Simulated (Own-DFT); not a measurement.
GaP (zincblende, atoms displaced) (calculated)

Computed with Own-DFT development build. A calculation, not a measurement: plane-wave PBE density functional theory by an unreviewed code, no spin, of a simulated periodic cell, stress positive in tension, free energy of the whole cell less one offset for each atom, forces on such cells passed a denser k mesh, this cell's mesh not checked; offsets are fitted by least squares, one for each functional and potential file, so energies compare only between cells with the same atoms and settings and are not formation energies; the far tail of each file's local potential was reset to the Coulomb form; each entry is a single point on an unrelaxed cell, so the pressure reflects the starting lattice, mostly measured values (interpolated for alloys), from which strain is counted, and rises with the displacements; printed positions are rounded, which can move forces by about a meV/angstrom; the program, named Own-DFT, is a retired in-house code; no spin-orbit coupling.

Settings shared by all entries: functional PBE; potential files PseudoDojo norm-conserving, scalar-relativistic, standard set; wave cutoff 42 hartree; occupations Fermi-Dirac; smearing width 0.1 eV; k mesh 2 x 3 x 3 centred on Gamma.

(1) 
```xyz
96
Lattice="16.3515 0.0000 0.0000 0.0000 10.9010 0.0000 0.0000 0.0000 10.9010" Properties=species:S:1:pos:R:3:force_x:R:1:force_y:R:1:force_z:R:1 formula=GaP free_energy_of_cell_above_offsets=-50.061 pressure=3.25 stress_xx=-3.28 stress_yy=-3.2 stress_zz=-3.29 stress_yz=0.32 stress_xz=0.04 stress_xy=1
Ga     0.0271     0.0484    10.8765     -0.042     -0.195       0.43
Ga     0.0160     2.6561     2.7249     -0.511      0.567     -0.542
Ga     2.7687    10.8617     2.7942     -0.697      0.141     -0.151
Ga     2.7701     2.7584     0.0050     -0.554       -0.3     -0.463
P      1.3710     1.3989     1.4102      0.701     -0.778     -0.613
P      1.2374     4.0615     4.0350      1.591      0.034      0.063
P      4.0849     1.4311     4.0494     -0.205     -1.081      0.849
P      3.9753     4.1637     1.3876      2.403     -1.715     -0.817
Ga    16.3064     0.0527     5.4834      0.606     -0.366     -0.071
Ga    16.2761     2.5829     8.1517      0.422      1.429      0.362
Ga     2.6716    10.8894     8.1307      0.338     -0.427      0.794
Ga     2.7158     2.7104     5.4200     -0.463      0.539      0.258
P      1.3649     1.3631     6.8666      0.006      0.001      -1.01
P      1.3334     4.1345     9.5225     -0.357     -1.385      0.169
P      4.0705     1.3445     9.4752      0.244      0.268      0.569
P      4.0453     4.0968     6.8340       0.55     -0.378     -0.539
Ga     0.0458     5.4571     0.0216      0.317      0.977     -0.103
Ga    16.2192     8.2097     2.7045      1.512     -0.066      0.542
Ga     2.7295     5.3823     2.6349     -1.097       1.58      2.209
Ga     2.6613     8.1035     0.0568      0.355      0.964     -0.588
P      1.4018     6.8903     1.4697     -1.178     -0.838     -0.141
P      1.3741     9.4930     4.1965     -1.437      1.388     -1.506
P      4.1156     6.8567     4.0888     -0.479     -0.332      0.079
P      4.0535     9.5212     1.4001      0.174      0.033     -0.467
Ga     0.0154     5.4377     5.3700     -0.712      0.105      0.436
Ga    16.2660     8.2038     8.1337      0.959     -0.422     -0.006
Ga     2.6456     5.3645     8.1414      0.619      0.961      0.474
Ga     2.6670     8.3017     5.4783      1.367      -1.89      1.087
P      1.3323     6.7032     6.7793      0.039      1.418      0.135
P      1.3109     9.5315     9.5361      0.483     -0.173     -0.099
P      4.0482     6.8129     9.6141      0.265     -0.269     -1.017
P      4.1396     9.5468     6.9033     -0.623      0.627     -1.356
Ga     5.4176    10.8671     0.0093      0.111      0.326      0.021
Ga     5.4444     2.7171     2.8126      0.166        0.5     -1.459
Ga     8.1282     0.0761     2.8318      0.776     -0.891     -0.806
Ga     8.1621     2.7262    10.8982      0.408     -0.157     -0.089
P      6.8650     1.3503     1.4026     -1.077      0.279     -0.352
P      6.7797     4.0813     4.1073      0.755      0.591     -0.836
P      9.5335     1.3755     4.0963     -0.255       0.75      0.143
P      9.5802     4.0128     1.4169     -0.557      0.893     -0.807
Ga     5.4994     0.0775     5.4528     -1.174      -0.99     -0.534
Ga     5.4967     2.7512     8.1618      -0.25     -0.309     -0.005
Ga     8.2150    10.7843     8.1280      -0.54      1.106      0.622
Ga     8.1457     2.8375     5.4303      0.231     -1.173      0.487
P      6.7950     1.2953     6.7550      1.278      1.387      1.161
P      6.7800     4.1586     9.5929      0.387     -0.888     -0.448
P      9.5783     1.2890     9.5425     -0.615      0.546     -0.297
P      9.5135     4.0270     6.9013     -0.559      1.355     -0.998
Ga     5.4581     5.4296     0.0415     -0.538      0.776      0.443
Ga     5.4714     8.2220     2.7154      0.185     -0.001      0.597
Ga     8.2401     5.5043     2.6900      0.098     -0.306       0.69
Ga     8.2459     8.1639    10.8651     -0.412     -0.126      0.292
P      6.8393     6.8415     1.4099      0.068     -0.012     -0.651
P      6.9002     9.5759     4.1638     -0.948      -0.49     -0.318
P      9.6366     6.8714     4.1751     -0.921     -0.576     -0.841
P      9.5952     9.4640     1.3806     -1.422       1.11      0.197
Ga     5.4632     5.3872     5.4062     -0.801      0.871      0.571
Ga     5.4550     8.1831     8.1200       0.04     -0.543      1.386
Ga     8.1211     5.4958     8.1938      0.117     -0.591     -0.065
Ga     8.1776     8.1010     5.4534      0.253      0.724       0.65
P      6.7925     6.7930     6.8284     -0.089     -0.138     -0.548
P      6.8380     9.5283     9.5481     -0.178     -0.246     -0.078
P      9.5181     6.7424     9.5095      0.318      0.609     -0.035
P      9.6050     9.5919     6.8291      -0.29      -0.95     -1.017
Ga    10.8666    10.8183     0.0155      0.488      0.221     -0.002
Ga    10.8801     2.6299     2.6755      0.063      0.987      1.283
Ga    13.5559     0.0681     2.7034      0.723     -0.483     -0.092
Ga    13.6438     2.6957    10.8525     -0.591      0.458      0.683
P     12.1825     1.4063     1.3701      1.097     -0.913     -1.096
P     12.2447     4.0885     4.1028     -0.147     -0.478     -0.247
P     15.0358     1.3635     4.0544     -0.859     -0.132      0.122
P     15.0614     4.0631     1.2507     -0.557     -0.368      1.041
Ga    10.8583     0.0675     5.3978      1.138     -0.646      0.446
Ga    10.8701     2.7626     8.1378      1.055     -1.079      0.968
Ga    13.6141     0.0855     8.1900     -0.354      -1.55      0.425
Ga    13.6612     2.7362     5.4250     -0.427     -0.344     -0.093
P     12.3260     1.3261     6.8307     -1.033      1.006     -0.758
P     12.2367     4.1029     9.6166      0.439     -0.493      -1.16
P     14.9263     1.3554     9.5389      0.587     -0.313      0.364
P     14.9933     4.0210     6.7820      0.233      0.742      0.335
Ga    10.8984     5.4382    10.8517      -0.18      0.349      1.253
Ga    10.8644     8.1783     2.7045      0.988      0.184      0.894
Ga    13.7033     5.3557     2.7510     -0.628      0.469     -0.704
Ga    13.6298     8.2016    10.8608     -0.031     -0.571      1.056
P     12.1990     6.8564     1.4103      1.057     -0.999      -0.61
P     12.3526     9.5345     4.1014     -1.348      0.429     -0.375
P     14.9867     6.8475     4.0401     -0.223     -0.642       0.63
P     15.0291     9.5174     1.3422     -0.975      1.342      -0.41
Ga    10.8838     5.4709     5.4746      0.277     -0.768       0.39
Ga    10.8550     8.1436     8.1091      0.665     -0.107       0.63
Ga    13.6587     5.4260     8.2214      0.078        0.1     -0.041
Ga    13.6324     8.1804     5.4266      0.299     -0.062      0.601
P     12.2818     6.7821     6.7958      0.251       0.15      0.332
P     12.2626     9.4640     9.5962     -0.356      0.893      -1.23
P     15.0255     6.8916     9.5702      -0.26     -1.041      -0.14
P     14.9870     9.6026     6.8521     -0.633     -0.193     -0.536
```

Units: free_energy_of_cell_above_offsets in eV; pressure, stress_xx, stress_yy, stress_zz, stress_yz, stress_xz, stress_xy in GPa; force_x, force_y, force_z in eV/Å.

(2) 
```xyz
96
Lattice="16.3515 0.0000 0.0000 0.0000 10.9010 0.0000 0.0000 0.0000 10.9010" Properties=species:S:1:pos:R:3:force_x:R:1:force_y:R:1:force_z:R:1 formula=GaP free_energy_of_cell_above_offsets=-50.381 pressure=3.18 stress_xx=-3.23 stress_yy=-3.1 stress_zz=-3.21 stress_yz=-0.5 stress_xz=-0.26 stress_xy=0
Ga    16.2797     0.0686     0.0365     -0.033     -1.057     -0.463
Ga     0.0117     2.7954     2.7858     -0.687     -1.007     -0.884
Ga     2.7165     0.0063     2.7152      0.051      0.123     -0.204
Ga     2.7113     2.6373     0.0563      0.808      0.833     -0.754
P      1.3408     1.3203     1.3098     -0.191      0.516      1.159
P      1.3424     4.0346     4.1018      0.199      1.397      0.075
P      4.0377     1.2942     4.1265      0.639       1.05     -0.637
P      4.1575     4.0727     1.4574     -0.756      0.371     -1.079
Ga     0.0253     0.0355     5.4832     -0.456     -0.234       0.03
Ga     0.0448     2.7976     8.1629      0.224     -0.636      0.128
Ga     2.7822    10.8892     8.1845     -1.177      0.158       0.25
Ga     2.6869     2.7225     5.4075       0.31     -0.497      0.253
P      1.3792     1.3528     6.7925      0.096      0.359       0.94
P      1.3463     4.1694     9.5436      0.616     -1.152      0.422
P      4.1764     1.2739     9.4872     -1.108      1.862     -0.306
P      4.0520     4.0995     6.7285      0.041     -0.086      0.435
Ga    16.3491     5.4105     0.0510     -0.396      0.019      0.172
Ga     0.0188     8.1744     2.7615      0.769     -0.105       0.65
Ga     2.7222     5.4632     2.7469     -0.147     -0.649      -0.17
Ga     2.6795     8.2080     0.0587      0.491     -0.422      -0.07
P      1.3535     6.7824     1.3841     -0.164      0.267      0.107
P      1.3957     9.6525     4.1318     -0.123     -1.497     -0.188
P      4.0508     6.8079     4.0514      1.087      0.136      0.142
P      4.1229     9.5665     1.3898     -0.574     -0.269     -0.249
Ga    16.3071     5.5044     5.4351       0.52      -0.95      0.582
Ga     0.0015     8.1117     8.2316      0.199      0.101     -0.848
Ga     2.7306     5.4172     8.1616      0.211      0.249     -0.031
Ga     2.7878     8.1141     5.4559     -0.451      0.902      0.135
P      1.4024     6.7703     6.7924     -0.363      0.429       0.15
P      1.3471     9.4788     9.5559     -0.242      1.008      0.051
P      4.0381     6.7819     9.5722      0.629      0.705     -0.264
P      4.0468     9.6559     6.7944      0.798     -1.664     -0.079
Ga     5.3449    10.8405    10.7959      1.171      0.356      1.548
Ga     5.4958     2.7857     2.7696       0.15     -1.079      0.334
Ga     8.2252     0.0698     2.7224     -1.023     -0.684     -0.596
Ga     8.2270     2.7772     0.0163       -0.2     -0.021      0.377
P      6.8521     1.3848     1.3346     -0.706     -0.098      0.003
P      6.8413     4.1013     4.1973      0.358     -0.162      -1.19
P      9.5674     1.3177     4.0003      0.271      0.638      1.331
P      9.5859     4.1623     1.4023     -0.541     -0.322      0.126
Ga     5.4471     0.0170     5.4528      0.207      0.426      0.414
Ga     5.4593     2.7973     8.0904     -0.385     -0.166      0.491
Ga     8.1626    10.8544     8.2793      0.355      1.079     -1.084
Ga     8.2087     2.7107     5.4270      0.134     -0.674     -0.074
P      6.8147     1.4391     6.8422      0.504     -0.973     -0.264
P      6.7878     4.0571     9.5643      0.282      0.217      -0.27
P      9.5436     1.3605     9.5942     -0.222      0.528     -0.661
P      9.5352     4.0657     6.7262      0.611     -0.199      1.199
Ga     5.5095     5.4907    10.8981     -0.677     -0.361      0.212
Ga     5.4855     8.2619     2.7481      0.064     -0.569      0.119
Ga     8.1611     5.5221     2.7899      0.182     -0.602     -0.068
Ga     8.1536     8.1918    10.8728      0.035     -0.497      0.176
P      6.8349     6.7972     1.3888     -0.223       0.76     -0.059
P      6.8229     9.6189     4.1316      0.492     -0.428     -0.345
P      9.5159     6.9176     4.0944      1.352     -1.694     -1.035
P      9.4530     9.5429     1.3261      0.976      0.278      0.148
Ga     5.4922     5.4191     5.4306     -0.647      1.002      0.393
Ga     5.5144     8.2526     8.1687      -0.76     -0.356     -0.144
Ga     8.2272     5.3454     8.1911     -0.602      0.546     -0.363
Ga     8.2606     8.1178     5.3366     -1.737      1.832      2.041
P      6.8270     6.8327     6.7831      0.324      -0.18       0.26
P      6.8298     9.6071     9.5838     -0.361     -1.111     -0.043
P      9.5101     6.8001     9.5244      0.605      0.123     -0.127
P      9.5301     9.6049     6.8213      0.105     -0.712     -0.099
Ga    10.9114     0.0939    10.8835     -0.264     -0.856      0.785
Ga    10.8969     2.7017     2.7155     -0.344      0.893      0.424
Ga    13.6310     0.0035     2.6740     -0.348      0.418      0.856
Ga    13.6824     2.7772     0.0176      -1.33     -1.234     -0.777
P     12.1962     1.4146     1.4085      1.344     -0.469     -0.938
P     12.2262     4.1102     4.0851      -0.15      0.249      0.004
P     14.9991     1.3617     4.1376     -0.452      0.151     -0.487
P     14.8563     4.0468     1.3535      1.814      1.073      1.042
Ga    10.9495    10.8554     5.4148     -0.666      1.159      0.834
Ga    10.9720     2.7272     8.3050     -1.289     -0.418     -1.478
Ga    13.6190     0.0546     8.1659     -0.275     -0.265     -0.326
Ga    13.5361     2.7345     5.4400      1.328      0.737     -0.399
P     12.2658     1.5000     6.7770      -0.69     -1.697      0.747
P     12.2606     4.0637     9.5127      0.519      0.744      1.196
P     14.9788     1.4095     9.5155      0.166     -0.036       0.12
P     15.0222     4.0520     6.8389     -0.954      0.774     -0.487
Ga    10.9251     5.4329    10.9003      0.014      0.676      0.095
Ga    10.8652     8.2064     2.7242       -0.4      0.425     -0.374
Ga    13.6034     5.4761     2.7253     -0.171     -0.071      0.237
Ga    13.6840     8.2754    10.8817     -0.346     -0.816      0.118
P     12.2279     6.8631     1.4565      0.556     -0.082     -1.307
P     12.1844     9.5569     4.0746      1.264     -0.334       -0.4
P     15.0270     6.7763     4.0789     -0.879      0.844     -0.056
P     15.0091     9.4973     1.5014     -0.086      0.592     -1.459
Ga    10.8456     5.5099     5.4772      0.068     -0.352     -0.604
Ga    10.9829     8.1865     8.1458     -1.061     -0.355     -0.253
Ga    13.5749     5.4690     8.2418      0.381     -0.465     -1.136
Ga    13.6111     8.2525     5.4716     -0.075     -0.717     -0.801
P     12.2748     6.7866     6.7507      0.267      0.401      0.643
P     12.1736     9.5624     9.5397      1.245      0.389      0.115
P     15.0279     6.7102     9.4995     -0.538      0.935      1.037
P     14.9854     9.5037     6.7902      0.431      0.551      0.822
```

Units: free_energy_of_cell_above_offsets in eV; pressure, stress_xx, stress_yy, stress_zz, stress_yz, stress_xz, stress_xy in GPa; force_x, force_y, force_z in eV/Å.

(3) 
```xyz
96
Lattice="16.3515 0.0000 0.0000 0.0000 10.9010 0.0000 0.0000 0.0000 10.9010" Properties=species:S:1:pos:R:3:force_x:R:1:force_y:R:1:force_z:R:1 formula=GaP free_energy_of_cell_above_offsets=-50.190 pressure=3.23 stress_xx=-3.17 stress_yy=-3.23 stress_zz=-3.3 stress_yz=0.34 stress_xz=0.22 stress_xy=-0.19
Ga    16.3181     0.0200     0.0045      1.257      0.485     -0.414
Ga    16.3044     2.6924     2.6712      0.855     -0.209      1.395
Ga     2.6794     0.0378     2.6964      0.184     -0.613       0.71
Ga     2.7489     2.6832     0.0056       0.18      0.744     -0.399
P      1.4274     1.4224     1.3767     -1.188     -0.693     -0.408
P      1.4259     4.1367     4.0636     -1.128     -0.387      0.151
P      4.0500     1.4056     4.0724      0.366     -1.023     -0.003
P      4.1307     4.0394     1.4284     -1.546      1.042     -1.126
Ga    16.3027    10.8686     5.4281       0.12      0.228      0.428
Ga    16.3026     2.7026     8.1885      0.345      0.129     -0.499
Ga     2.7483    10.8933     8.1986      -0.84     -0.166     -0.633
Ga     2.7289     2.7194     5.4225     -0.549      0.121      0.082
P      1.2911     1.3990     6.7553      0.515     -0.659      0.495
P      1.2741     4.0270     9.5531       1.17      0.489      -0.02
P      4.0864     1.3315     9.4990     -0.117      0.346      0.733
P      4.0789     3.9552     6.8236     -0.113      0.943      0.382
Ga    16.3407     5.4589    10.8692      0.055      -0.02       0.64
Ga    16.3070     8.2362     2.6824      0.049     -0.557      0.127
Ga     2.7278     5.5121     2.7591      0.689     -0.207      0.008
Ga     2.6739     8.1015     0.0295       1.09      0.802      -1.09
P      1.4613     6.8503     1.3651     -1.989     -0.875       0.43
P      1.2672     9.5311     4.1141      0.802       0.15     -0.468
P      4.1399     6.8695     4.1001     -0.997     -0.507      0.706
P      3.9945     9.5044     1.3676      0.974      0.349     -0.098
Ga    16.2757     5.5113     5.4172      1.442     -0.528     -0.275
Ga    16.3395     8.1976     8.1631     -0.224     -0.669     -0.429
Ga     2.7525     5.4774     8.1850      -0.13      -0.69     -0.044
Ga     2.6362     8.2024     5.5213      1.038      0.469     -1.103
P      1.4108     6.7843     6.7199         -1      -0.18      1.371
P      1.3336     9.4714     9.5566      0.192      0.653       0.01
P      4.1792     6.8102     9.5502     -1.191      0.125      0.069
P      4.0987     9.5443     6.7966     -0.505      0.116     -0.022
Ga     5.4609     0.0598     0.0026     -0.423     -0.351       0.61
Ga     5.3628     2.7136     2.6678       1.41     -0.441      1.134
Ga     8.2231     0.0294     2.7810     -0.491      -0.29     -0.165
Ga     8.1403     2.7499     0.0202      0.619      0.213     -0.737
P      6.8398     1.4084     1.3842     -0.255     -0.479      0.224
P      6.7618     4.1352     4.0777      0.356     -1.123     -0.246
P      9.6244     1.3551     4.0911     -0.847      0.415      0.633
P      9.6338     4.0641     1.3345     -0.359      0.418       0.24
Ga     5.4824    10.8704     5.4340     -0.462      0.573     -0.138
Ga     5.4626     2.6869     8.2339     -0.353      0.311     -0.267
Ga     8.1636    10.8323     8.1412     -0.385      1.349     -0.157
Ga     8.1678     2.7779     5.5145      0.177      0.097     -0.691
P      6.7295     1.4482     6.7922       1.05     -1.175     -0.013
P      6.7576     4.1269     9.4779       0.64     -0.291      0.689
P      9.5520     1.3207     9.4417     -0.484      0.157      0.986
P      9.5555     4.1417     6.8676       0.54     -0.805      -0.42
Ga     5.3733     5.3749    10.8994       0.68      0.144      0.267
Ga     5.4461     8.0911     2.7090     -0.265      0.886     -0.369
Ga     8.1404     5.4407     2.7400      0.831     -0.156     -0.163
Ga     8.1542     8.1281     0.0102     -0.155      0.446     -0.621
P      6.7750     6.7723     1.3812      0.281     -0.174     -0.703
P      6.7588     9.4792     4.0762      0.482       0.77     -0.565
P      9.5820     6.7676     4.1546     -0.726      0.791      -1.01
P      9.4913     9.5718     1.3353      0.534     -0.411      0.228
Ga     5.3898     5.3499     5.4404     -0.169      0.578      0.359
Ga     5.4055     8.1916     8.1525      0.876     -0.126     -0.183
Ga     8.1714     5.4502     8.1338     -0.329      0.257      0.254
Ga     8.1481     8.2296     5.4059       0.21     -0.897       0.47
P      6.7947     6.7520     6.7602     -0.176      0.656      0.162
P      6.7416     9.6770     9.4737      0.254     -1.693      0.706
P      9.5687     6.7779     9.4648     -0.164      0.422      0.589
P      9.4770     9.5157     6.8669      0.656      0.154      -1.33
Ga    10.9336     0.0302    10.8955     -0.266     -0.047       0.03
Ga    10.9840     2.6362     2.7252     -0.813      1.542      0.633
Ga    13.5972     0.0395     2.7066      0.049     -0.036      0.254
Ga    13.6999     2.7641    10.8272     -0.324      0.113      0.641
P     12.2531     1.4361     1.4015      1.108     -0.948     -1.663
P     12.4047     4.0108     4.0913     -1.879      0.434      0.331
P     14.9363     1.3356     4.1768      0.829     -0.231      -1.54
P     15.0319     4.0628     1.4566     -0.712      0.858     -1.305
Ga    10.9413     0.0201     5.4684     -1.026     -1.026     -0.292
Ga    10.9374     2.6361     8.1683     -0.165      0.789     -0.215
Ga    13.5467    10.8864     8.1597      0.636     -0.318     -0.118
Ga    13.6286     2.6466     5.4246      0.451      0.953      1.183
P     12.2529     1.3009     6.7476      0.508      0.896      0.862
P     12.2389     4.1415     9.5274      0.236      -1.39     -0.198
P     14.9921     1.3235     9.4926     -0.478      0.027      0.006
P     15.1093     4.1516     6.7954     -1.791     -0.823      0.489
Ga    11.0261     5.5295    10.8609     -1.572     -0.602      0.015
Ga    10.9290     8.1913     2.7638      -0.61     -0.334     -0.593
Ga    13.6290     5.4287     2.8105     -0.076     -0.319     -1.063
Ga    13.6913     8.1467     0.0060     -0.395      0.201      0.095
P     12.2790     6.7441     1.3517      0.735      1.206      0.949
P     12.2482     9.5550     4.0747      0.567     -0.246      0.309
P     14.9346     6.7483     4.0905      0.334      1.578      -0.44
P     15.0054     9.6547     1.3102     -0.735     -1.081      0.694
Ga    10.9069     5.4924     5.4661      0.594     -1.137     -0.061
Ga    10.8936     8.1624     8.0744      0.274      0.083      0.822
Ga    13.5647     5.4279     8.2135      0.327      -0.22     -1.397
Ga    13.6019     8.1152     5.4907      0.381      0.794     -1.252
P     12.2958     6.8384     6.7477     -0.554     -0.785      1.089
P     12.2886     9.5302     9.5536     -0.433     -0.466     -0.058
P     14.8895     6.7348     9.4960      1.297      0.914      0.372
P     14.9398     9.5116     6.7398      0.147      0.183      0.942
```

Units: free_energy_of_cell_above_offsets in eV; pressure, stress_xx, stress_yy, stress_zz, stress_yz, stress_xz, stress_xy in GPa; force_x, force_y, force_z in eV/Å.
